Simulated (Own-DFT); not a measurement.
Si7Ge (layered order of Si and Ge on the diamond lattice, atoms displaced) (calculated)

Computed with Own-DFT development build. A calculation, not a measurement: plane-wave density functional theory by an unreviewed code, no spin, of a simulated periodic cell, stress positive in tension, run twice, with PBE and with PBEsol, both on files made for PBE, so the change isn't that of files made for PBEsol, forces on such cells passed a denser k mesh, this cell's mesh not checked; the far tail of each file's local potential was reset to the Coulomb form; each entry is a single point on an unrelaxed cell, so the pressure reflects the starting lattice, mostly measured values (interpolated for alloys), from which strain is counted, and rises with the displacements; printed positions are rounded, which can move forces by about a meV/angstrom; the program, named Own-DFT, is a retired in-house code; no spin-orbit coupling; stress was not checked against mesh or cutoff.

Common to all runs: functional PBE, then PBEsol; potential files PseudoDojo norm-conserving, scalar-relativistic, standard set; wave cutoff 42 hartree; occupations Fermi-Dirac; smearing width 0.1 eV; k mesh 3 x 3 x 3 centred on Gamma.

(1) Si7Ge (layered order of Si and Ge on the diamond lattice, atoms displaced)

```
CELL_PARAMETERS angstrom
10.91870 0.00000 0.00000
0.00000 10.91870 0.00000
0.00000 0.00000 10.91870
ATOMIC_POSITIONS crystal
Ge 0.00181 0.98663 0.98553
Si 0.99767 0.25021 0.25207
Si 0.24761 0.99517 0.24666
Ge 0.24452 0.23823 0.00607
Si 0.12535 0.12550 0.12132
Si 0.12316 0.37080 0.37814
Si 0.36647 0.11925 0.37639
Si 0.37159 0.37054 0.12117
Si 0.99688 0.00571 0.50161
Si 0.00680 0.24128 0.75230
Si 0.25137 0.99692 0.74393
Si 0.24649 0.24657 0.49615
Si 0.13088 0.12658 0.62950
Si 0.11906 0.37129 0.88241
Si 0.37542 0.12985 0.87686
Si 0.37745 0.38284 0.61762
Ge 0.00620 0.50164 0.01054
Si 0.99707 0.73843 0.25826
Si 0.24759 0.49129 0.25637
Ge 0.24650 0.76170 0.99581
Si 0.12219 0.62159 0.12009
Si 0.12160 0.87596 0.37616
Si 0.37207 0.62974 0.38267
Si 0.36927 0.87313 0.12373
Si 0.00171 0.49984 0.49499
Si 0.00359 0.75351 0.75389
Si 0.25129 0.49604 0.75713
Si 0.25814 0.74886 0.49190
Si 0.12529 0.63235 0.62294
Si 0.12368 0.87542 0.87780
Si 0.37312 0.61739 0.87357
Si 0.36970 0.88018 0.62437
Ge 0.50220 0.00066 0.00046
Si 0.49335 0.24557 0.25643
Si 0.75743 0.99887 0.25668
Ge 0.75182 0.25346 0.99577
Si 0.64036 0.12224 0.13772
Si 0.62983 0.37846 0.37987
Si 0.86803 0.12124 0.37254
Si 0.87681 0.37682 0.12179
Si 0.49551 0.99725 0.49883
Si 0.50035 0.24997 0.74558
Si 0.74665 0.99117 0.75649
Si 0.75191 0.24293 0.49691
Si 0.63032 0.11564 0.63397
Si 0.62686 0.36665 0.87579
Si 0.87550 0.11783 0.88130
Si 0.87162 0.36833 0.62901
Ge 0.49316 0.49648 0.00191
Si 0.49401 0.74074 0.25701
Si 0.75707 0.49642 0.24551
Ge 0.75219 0.75392 0.99977
Si 0.62145 0.62975 0.11645
Si 0.62839 0.87412 0.37306
Si 0.88097 0.62391 0.37270
Si 0.86932 0.88292 0.12610
Si 0.50393 0.50419 0.48623
Si 0.50446 0.75068 0.75275
Si 0.74589 0.49720 0.74658
Si 0.75906 0.74216 0.49771
Si 0.62796 0.63021 0.62871
Si 0.62311 0.87318 0.87802
Si 0.87449 0.62262 0.87153
Si 0.87609 0.87335 0.61991
```

* PBE pressure: 2.79 GPa
* PBE stress xx: -2.88 GPa
* PBE stress yy: -2.83 GPa
* PBE stress zz: -2.65 GPa
* PBE stress yz: -0.43 GPa
* PBE stress xz: 0.77 GPa
* PBE stress xy: 0.42 GPa
* PBEsol pressure: 1.27 GPa
* PBEsol stress xx: -1.36 GPa
* PBEsol stress yy: -1.31 GPa
* PBEsol stress zz: -1.14 GPa
* PBEsol stress yz: -0.44 GPa
* PBEsol stress xz: 0.8 GPa
* PBEsol stress xy: 0.43 GPa
* rms change of force components from PBE to PBEsol: 0.036 eV/Å

Force:
| force element | PBE force x (eV/Å) | PBE force y (eV/Å) | PBE force z (eV/Å) | PBEsol force x (eV/Å) | PBEsol force y (eV/Å) | PBEsol force z (eV/Å) |
| --- | --- | --- | --- | --- | --- | --- |
| Ge | -1.065 | 2.009 | 2.999 | -1.048 | 1.963 | 2.934 |
| Si | -0.113 | -0.374 | -0.54 | -0.115 | -0.372 | -0.537 |
| Si | -0.511 | 0.354 | 0.112 | -0.506 | 0.348 | 0.102 |
| Ge | 0.909 | 1.804 | -1.335 | 0.893 | 1.765 | -1.309 |
| Si | -1.719 | -1.777 | 1.634 | -1.682 | -1.73 | 1.517 |
| Si | -0.268 | -0.047 | -0.225 | -0.27 | -0.049 | -0.222 |
| Si | 0.465 | -0.056 | -0.263 | 0.447 | -0.064 | -0.26 |
| Si | -0.083 | -0.376 | 1.541 | -0.082 | -0.367 | 1.417 |
| Si | 0.493 | -0.137 | 0.12 | 0.493 | -0.118 | 0.122 |
| Si | -1.25 | 0.68 | 0.445 | -1.24 | 0.662 | 0.447 |
| Si | -0.326 | 0.7 | 1.648 | -0.328 | 0.688 | 1.653 |
| Si | 0.579 | 0.479 | 0.823 | 0.579 | 0.474 | 0.816 |
| Si | -0.409 | -0.381 | -0.858 | -0.394 | -0.377 | -0.851 |
| Si | 0.765 | -0.156 | -0.737 | 0.746 | -0.142 | -0.626 |
| Si | 0.105 | -0.721 | -1.059 | 0.091 | -0.71 | -0.949 |
| Si | -0.078 | -0.64 | 0.112 | -0.077 | -0.618 | 0.101 |
| Ge | -1.634 | -0.624 | -2.1 | -1.597 | -0.619 | -2.055 |
| Si | 0.991 | 2.119 | -1.971 | 0.992 | 2.103 | -1.97 |
| Si | 0.356 | 0.944 | -0.81 | 0.357 | 0.934 | -0.8 |
| Ge | 0.557 | -2.342 | 0.425 | 0.542 | -2.288 | 0.414 |
| Si | 1.77 | 1.533 | 2.289 | 1.739 | 1.501 | 2.16 |
| Si | 0.033 | -0.339 | -0.133 | 0.022 | -0.33 | -0.121 |
| Si | 0.376 | -2.047 | -1.728 | 0.361 | -2.042 | -1.713 |
| Si | 1.307 | 0.12 | 0.999 | 1.294 | 0.105 | 0.885 |
| Si | -0.236 | -0.21 | 1.378 | -0.235 | -0.209 | 1.369 |
| Si | -0.596 | -0.351 | -0.722 | -0.593 | -0.341 | -0.699 |
| Si | -0.982 | -0.126 | -1.195 | -0.988 | -0.145 | -1.178 |
| Si | -1.94 | 1.581 | 1.913 | -1.924 | 1.58 | 1.892 |
| Si | 0.49 | -0.877 | 0.15 | 0.486 | -0.859 | 0.145 |
| Si | 1.236 | -0.481 | -2.933 | 1.225 | -0.458 | -2.776 |
| Si | 0.186 | 1.483 | -0.136 | 0.204 | 1.47 | -0.04 |
| Si | 1.2 | -1.578 | -0.365 | 1.188 | -1.57 | -0.358 |
| Ge | 0.118 | 0.41 | 0.822 | 0.115 | 0.396 | 0.799 |
| Si | 0.957 | 0.391 | -0.372 | 0.942 | 0.386 | -0.37 |
| Si | -0.993 | -0.771 | -0.422 | -0.981 | -0.785 | -0.407 |
| Ge | 0.512 | -1.042 | 1.18 | 0.507 | -1.021 | 1.155 |
| Si | -1.722 | 0.785 | -0.674 | -1.696 | 0.798 | -0.747 |
| Si | -0.002 | -0.968 | -1.222 | 0.014 | -0.961 | -1.211 |
| Si | 1.715 | 0.876 | 0.574 | 1.702 | 0.874 | 0.562 |
| Si | 0.158 | -0.652 | 0.739 | 0.169 | -0.647 | 0.622 |
| Si | 0.877 | 0.341 | 0.291 | 0.876 | 0.34 | 0.281 |
| Si | -0.075 | 0.056 | -0.087 | -0.083 | 0.058 | -0.097 |
| Si | 0.988 | 0.127 | -0.391 | 0.993 | 0.109 | -0.373 |
| Si | -0.707 | 0.394 | 1.123 | -0.706 | 0.383 | 1.109 |
| Si | -0.818 | 0.574 | -1.184 | -0.802 | 0.566 | -1.166 |
| Si | -1.125 | 1.285 | -1.037 | -1.095 | 1.256 | -0.924 |
| Si | -0.207 | 0.442 | -1.6 | -0.203 | 0.437 | -1.484 |
| Si | 0.921 | 0.089 | -0.631 | 0.914 | 0.085 | -0.616 |
| Ge | 1.006 | -0.142 | -0.387 | 0.982 | -0.141 | -0.382 |
| Si | 0.766 | 1.254 | -1.343 | 0.759 | 1.237 | -1.33 |
| Si | -1.079 | 0.852 | 0.149 | -1.072 | 0.849 | 0.141 |
| Ge | 0.011 | -0.325 | -0.172 | 0.011 | -0.316 | -0.172 |
| Si | 0.128 | -0.835 | 1.593 | 0.133 | -0.817 | 1.48 |
| Si | -0.5 | -0.7 | 0.475 | -0.494 | -0.692 | 0.468 |
| Si | -1.252 | -1.49 | 0.518 | -1.256 | -1.489 | 0.519 |
| Si | 1.484 | -1.424 | 0.492 | 1.477 | -1.415 | 0.382 |
| Si | 0.052 | 0.451 | 2.011 | 0.059 | 0.455 | 1.978 |
| Si | -1.157 | -0.002 | -0.239 | -1.156 | 0.001 | -0.23 |
| Si | 0.214 | -0.165 | 0.612 | 0.202 | -0.168 | 0.609 |
| Si | -0.815 | 0.711 | 0.118 | -0.805 | 0.692 | 0.108 |
| Si | -0.315 | -0.568 | -0.998 | -0.319 | -0.553 | -0.986 |
| Si | -0.15 | -0.111 | -0.306 | -0.153 | -0.106 | -0.188 |
| Si | 0.36 | -0.128 | 0.036 | 0.349 | -0.123 | 0.117 |
| Si | 0.042 | 0.12 | 0.854 | 0.038 | 0.122 | 0.843 |

(2) Si7Ge (layered order of Si and Ge on the diamond lattice, atoms displaced)

```
CELL_PARAMETERS angstrom
10.91870 0.00000 0.00000
0.00000 10.91870 0.00000
0.00000 0.00000 10.91870
ATOMIC_POSITIONS crystal
Ge 0.00535 0.99409 0.00863
Si 0.99874 0.25094 0.25855
Si 0.24427 0.99539 0.25560
Ge 0.25443 0.25548 0.00052
Si 0.13374 0.12487 0.12766
Si 0.12249 0.38161 0.37557
Si 0.37122 0.12999 0.36879
Si 0.38092 0.37885 0.12460
Si 0.00571 0.00163 0.49637
Si 0.00263 0.24891 0.74732
Si 0.24501 0.00724 0.75376
Si 0.25510 0.25593 0.50335
Si 0.12269 0.12291 0.62191
Si 0.13452 0.37219 0.86720
Si 0.37811 0.12400 0.87457
Si 0.37736 0.37413 0.62474
Ge 0.00556 0.49189 0.99938
Si 0.99381 0.75637 0.25238
Si 0.24112 0.50758 0.24970
Ge 0.24645 0.74505 0.00449
Si 0.12604 0.62647 0.12392
Si 0.13298 0.87988 0.38244
Si 0.37151 0.63159 0.37181
Si 0.37089 0.87935 0.12610
Si 0.00680 0.48876 0.49680
Si 0.00205 0.76059 0.74714
Si 0.24684 0.50171 0.74891
Si 0.25412 0.75516 0.50112
Si 0.12022 0.62552 0.62604
Si 0.12771 0.87395 0.87808
Si 0.37150 0.62469 0.87167
Si 0.38047 0.86304 0.62928
Ge 0.50539 0.00295 0.99433
Si 0.49716 0.24290 0.24939
Si 0.74946 0.00021 0.25351
Ge 0.75439 0.25023 0.99516
Si 0.63598 0.12615 0.11488
Si 0.62299 0.37093 0.37112
Si 0.87430 0.13089 0.38269
Si 0.86509 0.36205 0.11707
Si 0.50900 0.99567 0.50028
Si 0.50377 0.25611 0.73883
Si 0.75358 0.99986 0.75256
Si 0.75123 0.25224 0.50733
Si 0.62385 0.13623 0.62605
Si 0.61907 0.37413 0.87901
Si 0.87512 0.13574 0.87420
Si 0.88003 0.38231 0.63179
Ge 0.49635 0.49048 0.00961
Si 0.49523 0.74656 0.24926
Si 0.75732 0.49223 0.24349
Ge 0.76282 0.74514 0.00180
Si 0.61275 0.62556 0.13478
Si 0.62720 0.87276 0.36735
Si 0.87263 0.62079 0.37081
Si 0.87799 0.86852 0.11602
Si 0.50327 0.49760 0.50125
Si 0.48874 0.75317 0.75220
Si 0.74925 0.50652 0.74583
Si 0.75633 0.74841 0.49367
Si 0.62743 0.61608 0.62232
Si 0.62812 0.86564 0.87350
Si 0.87694 0.62823 0.88119
Si 0.87131 0.87888 0.61989
```

* PBE pressure: 2.91 GPa
* PBE stress xx: -2.85 GPa
* PBE stress yy: -2.83 GPa
* PBE stress zz: -3.06 GPa
* PBE stress yz: -0.3 GPa
* PBE stress xz: 0.42 GPa
* PBE stress xy: -0.39 GPa
* PBEsol pressure: 1.4 GPa
* PBEsol stress xx: -1.33 GPa
* PBEsol stress yy: -1.32 GPa
* PBEsol stress zz: -1.54 GPa
* PBEsol stress yz: -0.29 GPa
* PBEsol stress xz: 0.41 GPa
* PBEsol stress xy: -0.39 GPa
* rms change of force components from PBE to PBEsol: 0.036 eV/Å

Force:
| force element | PBE force x (eV/Å) | PBE force y (eV/Å) | PBE force z (eV/Å) | PBEsol force x (eV/Å) | PBEsol force y (eV/Å) | PBEsol force z (eV/Å) |
| --- | --- | --- | --- | --- | --- | --- |
| Ge | -0.102 | 1.506 | -1.136 | -0.093 | 1.464 | -1.108 |
| Si | 0.062 | -0.176 | -1.201 | 0.064 | -0.169 | -1.194 |
| Si | 1.132 | 1 | -0.693 | 1.116 | 0.981 | -0.69 |
| Ge | 0.339 | -0.6 | 0.005 | 0.335 | -0.585 | 0.006 |
| Si | -0.94 | 0.329 | 0.692 | -0.924 | 0.34 | 0.586 |
| Si | 1.437 | -1.459 | -0.727 | 1.443 | -1.46 | -0.739 |
| Si | 0.077 | -1.33 | 1.291 | 0.063 | -1.321 | 1.281 |
| Si | -2.154 | -1.31 | 2.575 | -2.115 | -1.271 | 2.447 |
| Si | -0.996 | -0.024 | 0.312 | -0.99 | -0.03 | 0.3 |
| Si | 0.144 | 0.331 | 0.074 | 0.151 | 0.325 | 0.073 |
| Si | 0.819 | -1.099 | -0.329 | 0.807 | -1.084 | -0.325 |
| Si | -0.871 | -0.611 | -0.751 | -0.87 | -0.604 | -0.739 |
| Si | 0.546 | 0.649 | 0.059 | 0.539 | 0.644 | 0.047 |
| Si | -0.989 | -0.15 | 0.145 | -0.972 | -0.165 | 0.241 |
| Si | 0.003 | 0.929 | -1.044 | 0.022 | 0.92 | -0.937 |
| Si | -0.347 | 1.205 | 0.01 | -0.35 | 1.206 | 0.02 |
| Ge | -0.44 | 0.025 | -0.079 | -0.429 | 0.024 | -0.078 |
| Si | 1.168 | -0.684 | 0.154 | 1.161 | -0.663 | 0.163 |
| Si | 1.323 | -0.645 | 0.031 | 1.316 | -0.648 | 0.025 |
| Ge | 0.961 | 0.719 | -0.759 | 0.939 | 0.703 | -0.74 |
| Si | -1.65 | -0.045 | 1.023 | -1.636 | -0.02 | 0.901 |
| Si | -1.342 | -1.02 | -0.423 | -1.33 | -1.028 | -0.415 |
| Si | 0.05 | -1.079 | 0.826 | 0.047 | -1.077 | 0.818 |
| Si | 0.548 | -0.2 | 0.129 | 0.539 | -0.195 | 0.037 |
| Si | -1.573 | 2.327 | 1.058 | -1.564 | 2.303 | 1.055 |
| Si | -0.637 | -0.74 | 0.366 | -0.635 | -0.722 | 0.367 |
| Si | 0.678 | 0.161 | -0.623 | 0.673 | 0.165 | -0.624 |
| Si | -0.431 | -1.045 | 0.41 | -0.43 | -1.038 | 0.411 |
| Si | 0.305 | 0.183 | -0.619 | 0.29 | 0.183 | -0.615 |
| Si | 0.023 | 0.335 | -0.691 | 0.031 | 0.323 | -0.577 |
| Si | 0.179 | -0.62 | 0.668 | 0.168 | -0.612 | 0.752 |
| Si | -1.273 | 3.038 | -1.054 | -1.274 | 3.026 | -1.051 |
| Ge | 0.005 | -0.872 | 0.448 | 0.007 | -0.85 | 0.437 |
| Si | 1.034 | 0.621 | -1.024 | 1.034 | 0.602 | -1.032 |
| Si | 0.903 | 0.214 | -1.044 | 0.908 | 0.217 | -1.032 |
| Ge | -1.705 | -0.189 | -1.138 | -1.674 | -0.188 | -1.115 |
| Si | -1.103 | -0.504 | 1.805 | -1.079 | -0.479 | 1.678 |
| Si | 0.515 | 0.019 | 0.231 | 0.506 | 0.017 | 0.217 |
| Si | -0.016 | -0.771 | -0.329 | -0.028 | -0.764 | -0.322 |
| Si | 2.67 | 1.63 | 1.889 | 2.621 | 1.571 | 1.753 |
| Si | -0.895 | 0.551 | -0.008 | -0.883 | 0.543 | -0.005 |
| Si | -0.815 | -0.348 | 2.064 | -0.809 | -0.337 | 2.054 |
| Si | -0.743 | 0.605 | -0.182 | -0.734 | 0.6 | -0.164 |
| Si | 0.133 | 0.85 | -0.343 | 0.141 | 0.858 | -0.331 |
| Si | 0.827 | -2.092 | -0.282 | 0.818 | -2.079 | -0.279 |
| Si | 0.817 | 0.355 | -1.339 | 0.807 | 0.354 | -1.224 |
| Si | 1.223 | -2.151 | -0.538 | 1.179 | -2.101 | -0.437 |
| Si | -0.342 | -0.666 | -0.524 | -0.339 | -0.648 | -0.507 |
| Ge | 1.035 | 2.481 | -2.023 | 1.018 | 2.424 | -1.979 |
| Si | -0.348 | 1.526 | 0.215 | -0.358 | 1.525 | 0.212 |
| Si | -1.514 | 0.514 | 0.332 | -1.486 | 0.508 | 0.315 |
| Ge | -3.037 | -0.295 | 0.409 | -2.964 | -0.282 | 0.402 |
| Si | 2.17 | -0.838 | -0.893 | 2.143 | -0.855 | -0.961 |
| Si | -0.207 | -0.366 | 0.638 | -0.209 | -0.377 | 0.619 |
| Si | 0.997 | -0.452 | 0.214 | 0.987 | -0.461 | 0.211 |
| Si | -0.33 | 1.47 | 2.493 | -0.341 | 1.454 | 2.341 |
| Si | -0.674 | 0.109 | -1.019 | -0.672 | 0.107 | -1.015 |
| Si | 2.51 | -1.933 | 0.65 | 2.499 | -1.923 | 0.664 |
| Si | 0.432 | -0.62 | 1.79 | 0.429 | -0.62 | 1.791 |
| Si | -1.039 | -0.196 | 0.387 | -1.027 | -0.191 | 0.386 |
| Si | -0.644 | 2.031 | -0.188 | -0.646 | 2.027 | -0.189 |
| Si | 0.155 | 0.468 | -0.244 | 0.163 | 0.455 | -0.156 |
| Si | 1.2 | -1.128 | -2.146 | 1.183 | -1.103 | -2.022 |
| Si | 0.735 | 0.072 | 0 | 0.717 | 0.079 | -0.01 |

(3) Si7Ge (layered order of Si and Ge on the diamond lattice, atoms displaced)

```
CELL_PARAMETERS angstrom
10.91870 0.00000 0.00000
0.00000 10.91870 0.00000
0.00000 0.00000 10.91870
ATOMIC_POSITIONS crystal
Ge 0.99975 0.99243 0.00678
Si 0.00081 0.24838 0.24526
Si 0.25109 0.00713 0.24692
Ge 0.25238 0.26041 0.00777
Si 0.11225 0.12131 0.12473
Si 0.11397 0.37973 0.38523
Si 0.38007 0.12168 0.37526
Si 0.36218 0.37666 0.13006
Si 0.00496 0.00002 0.49551
Si 0.99860 0.25070 0.75647
Si 0.23800 0.99624 0.74852
Si 0.24261 0.25003 0.49162
Si 0.12775 0.12604 0.61835
Si 0.11294 0.37329 0.88205
Si 0.37744 0.11489 0.87853
Si 0.36752 0.37203 0.63072
Ge 0.99087 0.49467 0.00268
Si 0.00613 0.74261 0.24986
Si 0.25461 0.49532 0.24227
Ge 0.25644 0.75651 0.99544
Si 0.12634 0.62386 0.12842
Si 0.11266 0.86995 0.37078
Si 0.38388 0.62281 0.37178
Si 0.38220 0.87824 0.12512
Si 0.00200 0.50281 0.50246
Si 0.99840 0.75601 0.74526
Si 0.24368 0.50052 0.75874
Si 0.25041 0.75242 0.50080
Si 0.12003 0.61919 0.62704
Si 0.13000 0.86913 0.86879
Si 0.37633 0.61758 0.87323
Si 0.37676 0.87077 0.64323
Ge 0.49912 0.00263 0.00639
Si 0.49266 0.24685 0.25028
Si 0.74041 0.99985 0.25644
Ge 0.75318 0.24916 0.01514
Si 0.61117 0.11876 0.11576
Si 0.61288 0.37312 0.37493
Si 0.87488 0.12775 0.36915
Si 0.88074 0.37952 0.13251
Si 0.49805 0.99723 0.50705
Si 0.48803 0.25996 0.74995
Si 0.75945 0.99253 0.75295
Si 0.74338 0.25031 0.50337
Si 0.62065 0.12740 0.61692
Si 0.62169 0.37439 0.88287
Si 0.87433 0.12243 0.88002
Si 0.88677 0.36913 0.62418
Ge 0.49713 0.50157 0.00735
Si 0.50212 0.74787 0.24740
Si 0.75166 0.50174 0.25908
Ge 0.74259 0.73305 0.99423
Si 0.62439 0.63140 0.12370
Si 0.63175 0.87847 0.37218
Si 0.88282 0.62930 0.38630
Si 0.87048 0.86911 0.11839
Si 0.49618 0.49761 0.49781
Si 0.50055 0.74728 0.74175
Si 0.75775 0.49610 0.74724
Si 0.75076 0.75200 0.50210
Si 0.62530 0.62095 0.63233
Si 0.63303 0.86709 0.87840
Si 0.87990 0.63004 0.87420
Si 0.87552 0.86737 0.62615
```

- PBE pressure: 2.99 GPa
- PBE stress xx: -2.84 GPa
- PBE stress yy: -3.19 GPa
- PBE stress zz: -2.94 GPa
- PBE stress yz: 0 GPa
- PBE stress xz: -0.37 GPa
- PBE stress xy: 0.05 GPa
- PBEsol pressure: 1.48 GPa
- PBEsol stress xx: -1.33 GPa
- PBEsol stress yy: -1.67 GPa
- PBEsol stress zz: -1.43 GPa
- PBEsol stress yz: 0 GPa
- PBEsol stress xz: -0.37 GPa
- PBEsol stress xy: 0.07 GPa
- rms change of force components from PBE to PBEsol: 0.037 eV/Å

Force:
| force element | PBE force x (eV/Å) | PBE force y (eV/Å) | PBE force z (eV/Å) | PBEsol force x (eV/Å) | PBEsol force y (eV/Å) | PBEsol force z (eV/Å) |
| --- | --- | --- | --- | --- | --- | --- |
| Ge | -0.037 | -0.277 | -1.691 | -0.037 | -0.27 | -1.658 |
| Si | -0.126 | 0.6 | 1.179 | -0.106 | 0.603 | 1.162 |
| Si | -0.584 | -1.006 | 0.292 | -0.578 | -0.984 | 0.279 |
| Ge | -1.517 | -2.491 | -1.607 | -1.486 | -2.428 | -1.571 |
| Si | 2.185 | 0.745 | 0.364 | 2.139 | 0.701 | 0.258 |
| Si | 1.307 | -0.659 | -2.245 | 1.28 | -0.647 | -2.23 |
| Si | -0.953 | 0.014 | 0.479 | -0.928 | 0.005 | 0.488 |
| Si | 2.962 | -0.578 | 0.099 | 2.941 | -0.614 | -0.028 |
| Si | -1.284 | -0.009 | 0.375 | -1.273 | -0.001 | 0.378 |
| Si | 0.336 | -1.229 | -0.47 | 0.335 | -1.229 | -0.458 |
| Si | 1.439 | 0.916 | 0.142 | 1.41 | 0.924 | 0.132 |
| Si | 1.156 | 0.04 | 0.602 | 1.154 | 0.042 | 0.57 |
| Si | -0.623 | 0.089 | 0.662 | -0.619 | 0.102 | 0.66 |
| Si | 1.48 | 0.122 | -0.649 | 1.457 | 0.137 | -0.534 |
| Si | -1.371 | 1.512 | -1.167 | -1.331 | 1.463 | -1.066 |
| Si | -1.064 | 1.042 | -1.338 | -1.071 | 1.04 | -1.337 |
| Ge | 0.848 | 1.668 | -0.172 | 0.826 | 1.629 | -0.169 |
| Si | -1.597 | 0.322 | -0.47 | -1.595 | 0.312 | -0.486 |
| Si | -1.813 | 1.649 | 2.698 | -1.808 | 1.643 | 2.688 |
| Ge | 0.043 | -1.105 | 0.563 | 0.045 | -1.076 | 0.546 |
| Si | 0.564 | -0.288 | -0.889 | 0.561 | -0.294 | -0.97 |
| Si | 2.304 | 0.823 | 0.26 | 2.274 | 0.813 | 0.251 |
| Si | -1.385 | 0.253 | 0.057 | -1.375 | 0.249 | 0.048 |
| Si | -1.182 | -0.338 | 1.068 | -1.159 | -0.321 | 0.959 |
| Si | -0.796 | -0.155 | 0.663 | -0.802 | -0.143 | 0.661 |
| Si | 0.75 | -1.251 | 0.674 | 0.749 | -1.231 | 0.671 |
| Si | -0.422 | -0.643 | -0.445 | -0.425 | -0.641 | -0.426 |
| Si | -0.019 | -0.401 | -0.036 | -0.017 | -0.385 | -0.036 |
| Si | 1.104 | 1.061 | 0.274 | 1.094 | 1.051 | 0.278 |
| Si | -1.278 | 0.456 | 0.478 | -1.249 | 0.42 | 0.581 |
| Si | 0.128 | 1.03 | -0.306 | 0.149 | 1.016 | -0.208 |
| Si | -1.22 | 1.009 | -2.227 | -1.221 | 1.01 | -2.185 |
| Ge | -0.192 | -2.342 | -2.532 | -0.197 | -2.295 | -2.476 |
| Si | 0.289 | 0.232 | -0.734 | 0.289 | 0.232 | -0.749 |
| Si | 1.41 | 0.94 | -2.134 | 1.401 | 0.955 | -2.135 |
| Ge | -0.495 | -0.038 | -0.969 | -0.478 | -0.038 | -0.944 |
| Si | 2.415 | 2.062 | 3.252 | 2.368 | 2.013 | 3.105 |
| Si | 1.227 | -0.098 | -0.125 | 1.207 | -0.106 | -0.135 |
| Si | -0.545 | -0.119 | 0.742 | -0.534 | -0.114 | 0.733 |
| Si | -1.421 | -0.478 | 1.083 | -1.395 | -0.453 | 0.965 |
| Si | -0.087 | -0.656 | -0.471 | -0.099 | -0.673 | -0.464 |
| Si | 1.615 | -1.885 | 0.894 | 1.602 | -1.863 | 0.899 |
| Si | -1.171 | 0.79 | -0.326 | -1.159 | 0.784 | -0.324 |
| Si | 1.063 | 0.386 | -0.971 | 1.059 | 0.4 | -0.963 |
| Si | 0.109 | -0.269 | 2.081 | 0.102 | -0.269 | 2.073 |
| Si | 0.65 | -0.075 | -0.844 | 0.64 | -0.067 | -0.743 |
| Si | 0.091 | 0.059 | -0.186 | 0.089 | 0.061 | -0.082 |
| Si | -1.418 | 0.325 | -0.239 | -1.385 | 0.311 | -0.252 |
| Ge | -0.015 | -0.434 | 0.058 | -0.018 | -0.421 | 0.061 |
| Si | 0.306 | 0.92 | 0.506 | 0.3 | 0.916 | 0.501 |
| Si | -0.322 | 0.282 | -0.107 | -0.322 | 0.288 | -0.102 |
| Ge | 1.453 | 1.402 | 0.155 | 1.422 | 1.371 | 0.147 |
| Si | -0.164 | -1.793 | 1.711 | -0.141 | -1.774 | 1.579 |
| Si | -1.714 | -1.271 | 1.387 | -1.711 | -1.27 | 1.381 |
| Si | -0.881 | -0.16 | -0.967 | -0.865 | -0.147 | -0.953 |
| Si | -0.72 | -0.646 | 1.669 | -0.709 | -0.629 | 1.564 |
| Si | 0.087 | 0.043 | 1.291 | 0.083 | 0.04 | 1.295 |
| Si | 0.778 | -0.713 | 2.304 | 0.782 | -0.71 | 2.29 |
| Si | -0.221 | -0.1 | 0.788 | -0.207 | -0.109 | 0.784 |
| Si | -0.54 | -0.532 | 0.104 | -0.555 | -0.528 | 0.102 |
| Si | 0.42 | -0.33 | -1.515 | 0.422 | -0.339 | -1.491 |
| Si | -1.332 | 0.955 | -1.138 | -1.305 | 0.917 | -1.032 |
| Si | -0.08 | -0.984 | -1.063 | -0.085 | -0.968 | -0.953 |
| Si | 0.069 | 1.609 | -0.921 | 0.065 | 1.592 | -0.927 |
